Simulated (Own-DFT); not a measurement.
## Calculated data, SiC (4H silicon carbide, atoms displaced)

Computed with Own-DFT development build. A calculation, not a measurement: plane-wave PBE density functional theory by an unreviewed code, no spin, of a simulated periodic cell, stress positive in tension, free energy of the whole cell less one offset for each atom, forces on such cells passed a denser k mesh, this cell's mesh not checked; offsets are fitted by least squares, one for each functional and potential file, so energies compare only between cells with the same atoms and settings and are not formation energies; the far tail of each file's local potential was reset to the Coulomb form; each entry is a single point on an unrelaxed cell, so the pressure reflects the starting lattice, mostly measured values (interpolated for alloys), from which strain is counted, and rises with the displacements; printed positions are rounded, which can move forces by about a meV/angstrom; the program, named Own-DFT, is a retired in-house code; no spin-orbit coupling.

Common to all runs: functional PBE; potential files PseudoDojo norm-conserving, scalar-relativistic, standard set; wave cutoff 42 hartree; occupations Fermi-Dirac; smearing width 0.1 eV; hardware one NVIDIA H100; k mesh 4 x 4 x 3 centred on Gamma.

(1) SiC (4H silicon carbide, atoms displaced)

```xyz
72
Lattice="9.2481 0.0000 0.0000 -4.6241 8.0091 0.0000 0.0000 0.0000 10.0681" Properties=species:S:1:pos:R:3 SiC
Si     4.5765     7.9828     4.0569
Si     0.0021     1.7541     1.5422
C      0.0084     0.0343     0.9345
C     -0.0149     1.7755     3.4550
Si    -1.5472     2.7269     4.0950
Si    -1.5071     4.4167     1.5797
C      7.6801     2.6828     0.9773
C     -1.5852     4.4818     3.4871
Si    -3.0915     5.4125     4.0964
Si    -3.0738     7.1013     1.5630
C      6.1551     5.3281     0.9850
C     -3.0666     7.1030     3.4528
Si     3.1156     0.0439     4.1031
Si     3.1085     1.7830     1.5636
C      3.0780     0.0126     0.9293
C      3.0532     1.7902     3.4339
Si     1.5663     2.6630     4.0584
Si     1.5472     4.4499     1.5873
C      1.5631     2.6443     0.9387
C      1.5337     4.4759     3.4837
Si    -0.0050     5.3230     4.1237
Si    -0.0186     7.0984     1.5820
C      0.0290     5.3516     0.9475
C      0.0013     7.1286     3.4362
Si     6.1192     0.0433     4.0697
Si     6.1279     1.7497     1.5456
C      1.5527     8.0056     0.9763
C      6.1709     1.7972     3.4441
Si     4.5983     2.7195     4.0743
Si     4.6387     4.4781     1.5695
C      4.6094     2.6933     0.9284
C      4.6168     4.4417     3.4719
Si     3.0852     5.3309     4.1255
Si     3.1691     7.1077     1.5645
C      3.0737     5.3283     0.9508
C      3.1461     7.1139     3.4655
Si    -0.0091     0.0232     9.1092
Si     4.6000     6.2620     6.6076
C      0.0033     0.0579     5.9752
C      4.5659     6.2445     8.5330
Si    -3.0677     5.3414     9.1142
Si     6.1629     3.6036     6.6033
C     -3.0492     5.3677     5.9974
C      6.1959     3.6092     8.4873
Si    -1.5411     2.6984     9.1210
Si     7.7391     0.8866     6.6369
C     -1.5464     2.6876     6.0063
C      7.7134     0.9036     8.4928
Si     6.1973     0.0520     9.1075
Si     1.5314     6.2576     6.6049
C      6.1379     0.0014     6.0071
C      1.5479     6.2404     8.5282
Si     3.0568     5.3786     9.1599
Si     3.1227     3.5218     6.5430
C      3.0416     5.3321     5.9543
C      3.1122     3.5561     8.5057
Si     4.6300     2.7274     9.1204
Si     4.5841     0.8586     6.5816
C      4.6560     2.6249     5.9542
C      4.6354     0.9138     8.4701
Si     3.0493     0.0363     9.1043
Si    -1.5488     6.2364     6.6356
C     -1.5645     8.0068     5.9654
C     -1.5417     6.1948     8.4932
Si     0.0228     5.3373     9.1365
Si    -0.0059     3.6089     6.6079
C     -0.0061     5.2669     6.0071
C     -0.0334     3.5532     8.5290
Si     1.4993     2.6166     9.0761
Si     1.5196     0.8581     6.6447
C      1.5427     2.6413     5.9883
C      1.4843     0.8914     8.4726
```

Results for SiC (4H silicon carbide, atoms displaced): free energy of cell above offsets -11.193 eV; pressure 3.53 GPa; stress xx -2.81 GPa; stress yy -3.91 GPa; stress zz -3.88 GPa; stress yz 0.27 GPa; stress xz 0.1 GPa; stress xy -0.45 GPa; wall time 372 s.

Force:
| element | x (eV/Å) | y (eV/Å) | z (eV/Å) |
| --- | --- | --- | --- |
| Si | 1.917 | 1.399 | 0.763 |
| Si | -0.082 | 1.207 | 0.967 |
| C | 0.517 | -1.05 | -0.542 |
| C | 0.127 | 0.27 | -0.038 |
| Si | 0.004 | -1.136 | 0.107 |
| Si | -0.622 | 0.967 | 0.38 |
| C | 0.4 | -0.814 | -1.072 |
| C | 0.891 | 0.06 | -0.259 |
| Si | -0.112 | -1.485 | 0.212 |
| Si | 0.064 | 0.558 | 0.144 |
| C | 0.898 | 0.212 | -1.159 |
| C | -0.171 | 1.536 | 0.14 |
| Si | -0.943 | -0.832 | -0.792 |
| Si | -0.551 | 0.019 | -0.364 |
| C | 0.099 | -0.371 | -0.032 |
| C | 1.126 | 0.03 | 0.41 |
| Si | -1.395 | 0.079 | 0.719 |
| Si | 0.028 | -0.351 | -0.105 |
| C | -0.536 | 0.358 | -0.374 |
| C | 0.136 | -0.526 | -0.195 |
| Si | -0.313 | 0.39 | -0.448 |
| Si | 0.517 | 0.644 | -0.723 |
| C | -0.564 | -0.577 | 0.093 |
| C | -0.247 | -0.274 | 1.147 |
| Si | 1.429 | -0.549 | 0.24 |
| Si | 0.523 | 0.836 | 0.655 |
| C | 0.151 | -0.477 | -0.823 |
| C | -0.597 | 0.36 | 0.277 |
| Si | 0.799 | -1.361 | -0.11 |
| Si | -0.594 | -0.784 | 0.338 |
| C | 0.474 | -0.146 | 0.197 |
| C | 0.096 | 1.07 | 0.017 |
| Si | -0.061 | 0.452 | -1.15 |
| Si | -1.715 | 0.219 | 0.358 |
| C | 0.478 | 0.369 | 0.27 |
| C | -2.21 | -0.554 | -0.211 |
| Si | -0.437 | -0.684 | 0.523 |
| Si | 0.025 | -0.355 | 0.121 |
| C | -0.319 | -1.462 | -0.277 |
| C | 1.227 | 0.118 | -0.559 |
| Si | -0.837 | 0.441 | 0.683 |
| Si | 0.212 | -0.863 | -0.095 |
| C | -1.325 | 0.235 | -0.388 |
| C | -0.675 | -0.72 | 0.149 |
| Si | -0.473 | -0.305 | 0.528 |
| Si | -1.113 | 0.796 | -0.891 |
| C | 0.061 | -0.073 | -0.357 |
| C | 0.176 | 0.467 | 0.421 |
| Si | -1.022 | -0.919 | 0.736 |
| Si | -0.122 | -0.965 | 0.432 |
| C | 0.536 | 0.086 | -0.893 |
| C | -0.328 | 0.44 | -0.62 |
| Si | 0.146 | -1.32 | -0.606 |
| Si | -0.751 | 0.379 | 1.39 |
| C | 0.899 | 0.199 | 0.861 |
| C | -1.193 | 0.429 | -0.689 |
| Si | 0.201 | -0.765 | -0.287 |
| Si | 0.766 | 0.685 | 0.637 |
| C | -0.268 | 0.861 | -0.092 |
| C | -0.473 | 0.093 | 0.473 |
| Si | 0.935 | -0.651 | 0.16 |
| Si | 0.564 | -0.338 | -0.54 |
| C | 0.081 | -0.274 | 0.466 |
| C | 0.209 | 1.288 | 0.556 |
| Si | -0.236 | 0.115 | -0.024 |
| Si | 0.228 | -2.595 | 0.663 |
| C | 0.033 | 3.031 | -0.534 |
| C | 0.949 | 0.429 | -0.622 |
| Si | 1.134 | 1.806 | 0.932 |
| Si | 0.305 | 1.019 | -1.519 |
| C | 0.06 | 0.295 | -0.278 |
| C | 0.866 | -0.668 | 0.505 |

(2) SiC (4H silicon carbide, atoms displaced)

```xyz
72
Lattice="9.2481 0.0000 0.0000 -4.6241 8.0091 0.0000 0.0000 0.0000 10.0681" Properties=species:S:1:pos:R:3 SiC
Si     0.0253     0.0258     4.1665
Si     0.0288     1.7763     1.5904
C      0.0314     0.0507     0.9735
C     -0.0159     1.7986     3.4839
Si     7.6732     2.6250     4.0649
Si    -1.5822     4.4738     1.6221
C      7.6930     2.6882     0.9837
C     -1.5236     4.4130     3.5020
Si     6.1545     5.2815     4.1051
Si    -3.0615     7.0925     1.5426
C     -3.0796     5.3427     0.9072
C     -3.0667     7.1203     3.4802
Si     3.1715     0.0485     4.0970
Si     3.0781     1.7527     1.5848
C      3.0740     0.0200     0.9043
C      3.0899     1.7814     3.4577
Si     1.5466     2.6658     4.0470
Si     1.5737     4.4052     1.5573
C      1.5387     2.6513     1.0016
C      1.5834     4.4792     3.4507
Si    -0.0243     5.3967     4.1400
Si    -0.0221     7.1561     1.5419
C     -0.0014     5.3620     0.9727
C     -0.0503     7.1176     3.4401
Si     6.1759     0.0043     4.1319
Si     6.1822     1.8084     1.5868
C      6.1138     0.0066     1.0034
C      6.1422     1.7517     3.4423
Si     4.6415     2.6883     4.0478
Si     4.6263     4.4667     1.5786
C      4.6320     2.6189     0.9955
C      4.6158     4.4490     3.4873
Si     3.0953     5.3550     4.1212
Si     3.0390     7.1320     1.5323
C      3.0828     5.3106     0.9914
C      3.0746     7.0988     3.5136
Si     4.6061     7.9741     9.0931
Si     4.5987     6.2455     6.6438
C      4.6208     7.9598     5.9458
C      4.6147     6.2276     8.5466
Si    -3.0519     5.3187     9.1210
Si     6.2093     3.5218     6.6642
C      6.1153     5.3309     5.9410
C      6.1676     3.5319     8.4871
Si    -1.5363     2.7278     9.0801
Si     7.7221     0.8301     6.6373
C      7.6966     2.6817     6.0044
C      7.7582     0.8726     8.4743
Si     1.4847     7.9685     9.1573
Si     1.5278     6.2365     6.6523
C      6.1422     0.0036     5.9707
C      1.4916     6.2094     8.4758
Si     3.0817     5.3572     9.1077
Si     3.0487     3.5794     6.5910
C      3.1209     5.3562     5.9555
C      3.1480     3.5787     8.5139
Si     4.6257     2.6975     9.1097
Si     4.6453     0.8974     6.5647
C      4.5942     2.6722     5.9947
C      4.5843     0.9072     8.4751
Si    -1.6318     8.0061     9.0484
Si    -1.5697     6.2296     6.6289
C     -1.5530     8.0039     5.9523
C     -1.5515     6.2101     8.4628
Si    -0.0462     5.3751     9.1413
Si    -0.0026     3.5831     6.6413
C     -0.0066     5.3394     5.9508
C     -0.0094     3.5396     8.5014
Si     1.5236     2.5981     9.1410
Si     1.5585     0.9452     6.6411
C      1.5144     2.6733     6.0063
C      1.5372     0.9087     8.4781
```

It finds free energy of cell above offsets -10.340 eV; pressure 3.8 GPa; stress xx -3.15 GPa; stress yy -3.29 GPa; stress zz -4.96 GPa; stress yz 0.26 GPa; stress xz 0.14 GPa; stress xy 0.52 GPa; wall time 384.8 s.

Force:
| element | x (eV/Å) | y (eV/Å) | z (eV/Å) |
| --- | --- | --- | --- |
| Si | -0.14 | -0.935 | -2.731 |
| Si | -1.162 | 0.37 | 0.411 |
| C | -0.798 | -1.459 | -1.256 |
| C | 0.348 | -0.58 | 0.033 |
| Si | 0.469 | 0.73 | 1.033 |
| Si | 1.12 | -0.362 | -0.319 |
| C | 0.665 | 0.069 | -1.055 |
| C | -0.541 | 0.492 | -0.148 |
| Si | 0.417 | 1.447 | -0.436 |
| Si | -0.435 | 0.974 | 1.294 |
| C | -0.185 | -0.259 | 0.494 |
| C | 0.289 | -0.141 | -0.219 |
| Si | -2.473 | -1.042 | -0.243 |
| Si | 0.252 | 0.215 | -0.132 |
| C | -0.321 | -0.587 | -0.468 |
| C | 0.144 | 0.277 | 0.135 |
| Si | -0.245 | 0.752 | 0.943 |
| Si | -0.918 | 1.236 | 0.839 |
| C | 0.341 | -0.156 | -1.359 |
| C | -0.971 | -0.407 | 0.621 |
| Si | 0.607 | -1.321 | -1.813 |
| Si | -0.447 | -0.827 | 0.875 |
| C | -0.144 | -0.422 | -0.554 |
| C | 1.553 | 0.399 | 0.323 |
| Si | -0.328 | -0.787 | -1.356 |
| Si | -0.248 | -0.689 | -0.272 |
| C | 1.01 | 0.337 | -1.465 |
| C | 0.346 | 0.227 | 0.703 |
| Si | -0.503 | -0.282 | 1.139 |
| Si | 0.058 | -0.78 | 0.262 |
| C | -0.264 | 1.406 | -1.16 |
| C | 0.234 | 0.134 | -0.737 |
| Si | -0.136 | -0.125 | -0.908 |
| Si | 1.051 | -0.175 | 1.747 |
| C | 0.026 | 0.875 | -1.642 |
| C | 0.369 | 1.083 | -0.81 |
| Si | 0.467 | 1.114 | 1.435 |
| Si | 0.854 | -0.824 | -0.724 |
| C | 0.413 | 1.318 | 2.437 |
| C | 0.571 | -0.316 | -0.813 |
| Si | -0.82 | -0.126 | -0.281 |
| Si | -1.623 | 0.833 | -1.949 |
| C | 0.779 | -0.261 | 2.017 |
| C | 0.085 | 0.809 | 0.874 |
| Si | -0.098 | -1.937 | 1.512 |
| Si | -0.243 | 1.135 | -1.116 |
| C | 0.621 | -1.114 | -0.417 |
| C | -1.629 | 0.126 | 1.152 |
| Si | 0.492 | 1.311 | -0.523 |
| Si | 0.088 | -0.218 | -1.914 |
| C | 0.688 | -0.315 | 0.735 |
| C | 0.636 | 0.193 | 1.246 |
| Si | -0.487 | -0.729 | 1.038 |
| Si | 0.865 | -0.225 | 0.37 |
| C | -1.384 | -0.081 | 1.482 |
| C | -2.028 | -0.036 | -0.298 |
| Si | 0.201 | -1.254 | 0.964 |
| Si | -1.068 | 0.166 | 0.797 |
| C | 0.706 | 0.148 | -0.741 |
| C | 0.303 | -0.52 | 0.211 |
| Si | 2.193 | 0.164 | 1.16 |
| Si | -0.164 | -0.204 | -1.959 |
| C | 0.338 | 0.411 | 1.023 |
| C | -0.495 | 0.472 | 0.734 |
| Si | 0.712 | -1.223 | 0.383 |
| Si | -0.304 | -0.429 | -1.095 |
| C | 0.013 | 0.389 | 1.777 |
| C | 0.701 | 1.034 | 0.47 |
| Si | 0.713 | 2.153 | 0.417 |
| Si | -0.356 | -1.257 | -1.589 |
| C | 0.21 | 0.521 | -0.761 |
| C | -0.988 | -0.915 | 0.174 |

(3) SiC (4H silicon carbide, atoms displaced)

```xyz
72
Lattice="9.2481 0.0000 0.0000 -4.6241 8.0091 0.0000 0.0000 0.0000 10.0681" Properties=species:S:1:pos:R:3 SiC
Si     9.1894     0.0193     4.1425
Si     0.0248     1.8063     1.6017
C      0.0009     0.0049     0.9473
C      0.0042     1.7857     3.4567
Si    -1.5560     2.7078     4.1398
Si    -1.5341     4.4584     1.5454
C      7.6384     2.6642     0.9583
C     -1.4908     4.4441     3.4262
Si     6.1335     5.3321     4.0553
Si    -3.0804     7.1021     1.5309
C     -3.0699     5.3707     0.9233
C     -3.0800     7.1062     3.4785
Si    -1.5352     7.9991     4.0726
Si     3.0658     1.7818     1.5968
C     -1.5561     7.9813     0.9283
C      3.0423     1.8057     3.4877
Si     1.5614     2.7615     4.0810
Si     1.5478     4.4681     1.6191
C      1.6010     2.6790     0.9774
C      1.5485     4.5198     3.5044
Si     0.0187     5.3363     4.1612
Si     0.0102     7.1156     1.5266
C      0.0300     5.3152     0.9876
C     -0.0492     7.1179     3.4460
Si     6.1510     0.0263     4.0652
Si     6.1624     1.8140     1.5467
C      6.1723     0.0066     0.9176
C      6.1711     1.7949     3.4381
Si     4.6178     2.6396     4.1368
Si     4.6070     4.4678     1.5656
C      4.6307     2.6642     0.9423
C      4.6345     4.4316     3.4722
Si     3.0733     5.3059     4.0941
Si     3.0352     7.1842     1.5817
C      3.0459     5.3847     0.9684
C      3.0623     7.0889     3.4976
Si     4.5848     7.9895     9.0854
Si     4.6401     6.2289     6.6050
C      4.6229     8.0042     5.9522
C      4.6493     6.1936     8.4382
Si     6.1437     5.3035     9.1411
Si     6.1890     3.5737     6.6392
C     -3.0468     5.3347     5.9778
C      6.1350     3.5669     8.4904
Si     7.6748     2.6642     9.1412
Si     7.7109     0.9624     6.5788
C     -1.5044     2.6613     5.9790
C      7.6784     0.8491     8.5028
Si     6.1666     0.0034     9.1211
Si     1.5094     6.2795     6.5824
C      6.1332     0.0396     5.9687
C      1.5888     6.1746     8.5134
Si     3.0850     5.3138     9.1001
Si     3.0809     3.5488     6.6384
C      3.1367     5.3694     5.9926
C      3.0571     3.5713     8.5056
Si     4.6450     2.6496     9.0926
Si     4.6121     0.9003     6.5651
C      4.6398     2.6843     5.9927
C      4.5966     0.9106     8.4665
Si    -1.5812     7.9588     9.1224
Si    -1.5231     6.2745     6.5770
C     -1.5713     7.9929     5.9532
C     -1.5284     6.2494     8.4448
Si     0.0091     5.3281     9.1408
Si     0.0188     3.5270     6.6046
C      0.0201     5.4194     5.9494
C      0.0177     3.5572     8.5141
Si     1.5625     2.7163     9.1682
Si     1.5264     0.8874     6.6437
C      1.5723     2.6765     6.0322
C      1.5671     0.8906     8.4767
```

Results for SiC (4H silicon carbide, atoms displaced): free energy of cell above offsets -10.968 eV; pressure 3.62 GPa; stress xx -3.15 GPa; stress yy -2.91 GPa; stress zz -4.8 GPa; stress yz 0.16 GPa; stress xz -0.35 GPa; stress xy -0.07 GPa; wall time 362.5 s.

Force:
| element | x (eV/Å) | y (eV/Å) | z (eV/Å) |
| --- | --- | --- | --- |
| Si | 1.315 | -0.486 | -1.868 |
| Si | -0.588 | -0.468 | -0.677 |
| C | -0.252 | 0.291 | -0.458 |
| C | -0.138 | 0.648 | 1.099 |
| Si | 0.461 | -0.5 | -1.987 |
| Si | -0.119 | -0.225 | 0.6 |
| C | 2.035 | 0.622 | -0.66 |
| C | -0.836 | 0.254 | 1.051 |
| Si | 1.283 | 0.153 | 0.583 |
| Si | -0.444 | 0.723 | 1.391 |
| C | -0.345 | -1.044 | 0.163 |
| C | -0.763 | 0.379 | -0.589 |
| Si | -1.075 | 0.238 | 0.076 |
| Si | 1.121 | -0.539 | -0.149 |
| C | 0.362 | 0.55 | 0.05 |
| C | 0.797 | -0.303 | -0.092 |
| Si | -0.78 | -1.664 | 0.833 |
| Si | 0.387 | -0.078 | -0.335 |
| C | -1.389 | 0.51 | -0.115 |
| C | -0.353 | -0.959 | -0.426 |
| Si | -0.864 | 0.914 | -2.254 |
| Si | -0.372 | 0.036 | 0.985 |
| C | -0.555 | 0.276 | -1.136 |
| C | 1.31 | 0.067 | -0.105 |
| Si | -0.29 | -0.618 | 0.094 |
| Si | -0.766 | -0.85 | 0.748 |
| C | -0.762 | 0.68 | 0.271 |
| C | -0.133 | 0.018 | 0.712 |
| Si | 0.133 | 0.573 | -1.142 |
| Si | 0.035 | -0.128 | 0.148 |
| C | -0.533 | 0.36 | -0.388 |
| C | -0.621 | -0.309 | -0.287 |
| Si | 1.241 | 1.054 | 0.65 |
| Si | 1.321 | -1.016 | 0.356 |
| C | 0.714 | -0.318 | -0.518 |
| C | -0.16 | 0.775 | -0.469 |
| Si | 1.086 | 0.045 | 0.62 |
| Si | 0.437 | -0.036 | -0.722 |
| C | -0.261 | 0.607 | 1.543 |
| C | -0.499 | 0.412 | 1.559 |
| Si | 0.714 | 1.114 | -1.013 |
| Si | -0.241 | 0.188 | -0.869 |
| C | -0.222 | 0.004 | -0.335 |
| C | 0.841 | -0.439 | 0.379 |
| Si | 0.568 | -0.231 | -0.208 |
| Si | -0.298 | -2.42 | 0.743 |
| C | -0.587 | 1.278 | 0.36 |
| C | 0.368 | 1.317 | -0.677 |
| Si | -0.789 | -0.684 | -0.613 |
| Si | 1.678 | -0.414 | 0.746 |
| C | 0.779 | 0.162 | -0.286 |
| C | -1.4 | 1.353 | -0.595 |
| Si | 0.574 | 0.537 | 0.726 |
| Si | 0.44 | 0.992 | -0.29 |
| C | -1.493 | -0.735 | -0.343 |
| C | 1.042 | -0.544 | 0.248 |
| Si | -1.187 | 0.183 | 0.704 |
| Si | -0.514 | -0.115 | 0.721 |
| C | -0.058 | -0.031 | 0.21 |
| C | 0.299 | -1.033 | 0.367 |
| Si | 0.819 | 1.233 | -0.338 |
| Si | -0.43 | -0.825 | 0.102 |
| C | 0.388 | 1.139 | 0.084 |
| C | -0.122 | -1.264 | 1.136 |
| Si | 0.102 | 0.352 | -0.32 |
| Si | 0.416 | 1.433 | 0.501 |
| C | -0.448 | -1.742 | 1.423 |
| C | -0.856 | -0.256 | 0.074 |
| Si | -0.273 | -1.269 | -0.557 |
| Si | 0.387 | -0.089 | -1.198 |
| C | -0.524 | -0.076 | -1.257 |
| C | -1.111 | 0.237 | 1.225 |
